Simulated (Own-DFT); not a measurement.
# Strain and stress in diamond-structure GeSn with randomly placed atoms, 64 atoms (Ge52Sn12)

Calculated results; nothing here was measured. They come from Own-DFT, an in-house plane-wave density functional program, since retired, whose code no person has reviewed. Each row is one single-point run on a periodic cell that was not relaxed, without spin or spin-orbit coupling.

Settings of every run: PBE; PseudoDojo norm-conserving scalar-relativistic files; cutoff 49 hartree; 3 x 3 x 3 k mesh centred on Gamma; Fermi-Dirac smearing of 0.1 eV.

Known limits: forces on such cells moved up to 12 meV/angstrom on a denser k mesh; stress not checked against mesh or cutoff.

Unstrained cell vectors in Å: (11.628, 0.000, 0.000); (0.000, 11.628, 0.000); (0.000, 0.000, 11.628). The unstrained cell has measured lattice constants (interpolated for alloys), not those of this functional. That, the random moves and any unrelaxed bonds set the pressure at no strain. Each run strains this cell uniformly, with the atoms carried along. Every atom was also moved at random, by a Gaussian of width 0.05 Å on each axis. The random placing of the alloy's atoms differs from row to row. Strain is the symmetric tensor, in per cent. Stress is positive in tension, and the pressure is minus a third of its trace.

```
run  e_xx (%)  e_yy (%)  e_zz (%)  s_xx (GPa)  s_yy (GPa)  s_zz (GPa)  P (GPa)  E (meV/atom)
  1      3.00      3.00      0.00       -1.23       -1.21       -2.61     1.69           7.3
  2      0.50      0.50      0.00       -4.77       -4.85       -4.97     4.86          28.0
  3      0.75      0.75      0.00       -4.26       -4.22       -4.61     4.36          14.4
  4      2.00      2.00      0.00       -2.64       -2.73       -3.57     2.98          20.6
  5      1.25      1.25      0.00       -3.46       -3.37       -4.04     3.63           6.5
  6      1.50      1.50      0.00       -2.97       -3.02       -3.81     3.27           0.0
  7      0.25      0.25      0.00       -5.37       -5.33       -5.54     5.41          45.8
  8     -2.50     -2.50      0.00      -10.59      -10.28       -9.35    10.07         112.7
  9      2.50      2.50      0.00           ?           ?           ?        ?             ?
```

E is the free energy for each atom above the lowest run shown.

## Worked fit

The change of volume is close to e_xx + e_yy + e_zz. A straight line through the runs shown gives P = 5.86 - 77 x (fractional change of volume) GPa, with an error of 4 on the slope and a scatter of 0.37 GPa. The strain isn't the same on all axes, but the crystal is cubic, so the slope still estimates the bulk modulus, averaged over pressures from 1.7 to 10.1 GPa.

## Withheld run

Question: what pressure should run 9 give? Its volume changes by 5.06 %.

The line gives 1.9 GPa. The calculation gave 1.87 GPa.
